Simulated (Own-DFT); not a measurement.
# PBE and PBEsol under strain: C40 NbSi2, 36 atoms (Nb12Si24)

Everything here is calculated. The program is Own-DFT (plane waves, in-house, since retired, never reviewed by a person); positions were held fixed, and spin and spin-orbit coupling were off.

Caveats: forces on such cells failed a check on a denser k mesh; stress not checked against mesh or cutoff.

Each geometry was run with PBE and with PBEsol, otherwise alike: PseudoDojo norm-conserving scalar-relativistic files made for PBE; cutoff 42 hartree; 4 x 4 x 5 k mesh centred on Gamma; cold (Marzari-Vanderbilt) smearing of 0.2 eV. Unstrained cell vectors in Å: (0.000, 8.324, 0.000); (-9.613, 0.000, 0.000); (0.000, 0.000, 6.586). Each has a uniform strain, of which the change of volume is shown, and random moves of rms u per axis.

| run | volume change (%) | u (Å) | P with PBE (GPa) | P with PBEsol (GPa) |
|---|---|---|---|---|
| 1 | -1.28 | 0.0508 | 5.10 | 1.39 |
| 2 | 0.51 | 0.0530 | 1.83 | -1.80 |
| 3 | 2.06 | 0.0525 | 0.44 | -3.14 |
| 4 | -0.46 | 0.0516 | 3.97 | 0.29 |
| 5 | 1.28 | 0.0524 | 0.34 | -3.26 |
| 6 | 2.50 | 0.0508 | -0.64 | -4.19 |
| 7 | -1.24 | 0.0514 | 4.94 | 1.23 |
| 8 | -0.17 | 0.0551 | 3.66 | 0.01 |
| 9 | -2.26 | 0.0516 | 7.51 | 3.74 |
| 10 | 3.28 | 0.0466 | -3.00 | -6.52 |
| 11 | -2.11 | 0.0536 | 7.82 | ? |

Q: by how much does PBEsol shrink this cell, and what belongs in the blank?

## Answer

Write v for the change of volume as a fraction. Fitted to v and u², the PBE pressure has a slope of -169 ± 11 GPa in v, with the ions held to the strained lattice. The difference PBEsol less PBE is -3.66 + 4.3 v GPa (slope ± 0.2) and averages -3.64 GPa. Divided by the mean slope of the two, 166 GPa, that makes PBEsol's volume at a given pressure, near 1 GPa, about 2.2 % smaller, or 0.73 % in lengths. At one volume PBEsol's slope is the smaller by 4 GPa, but its pressure there is lower too. If stiffness rises by about 4 GPa for each GPa, PBEsol at equal pressure is stiffer by about 10 GPa. Files made for PBEsol would give a different shift.

For run 11 the line gives 4.07 GPa. The run itself gave 4.07 GPa.
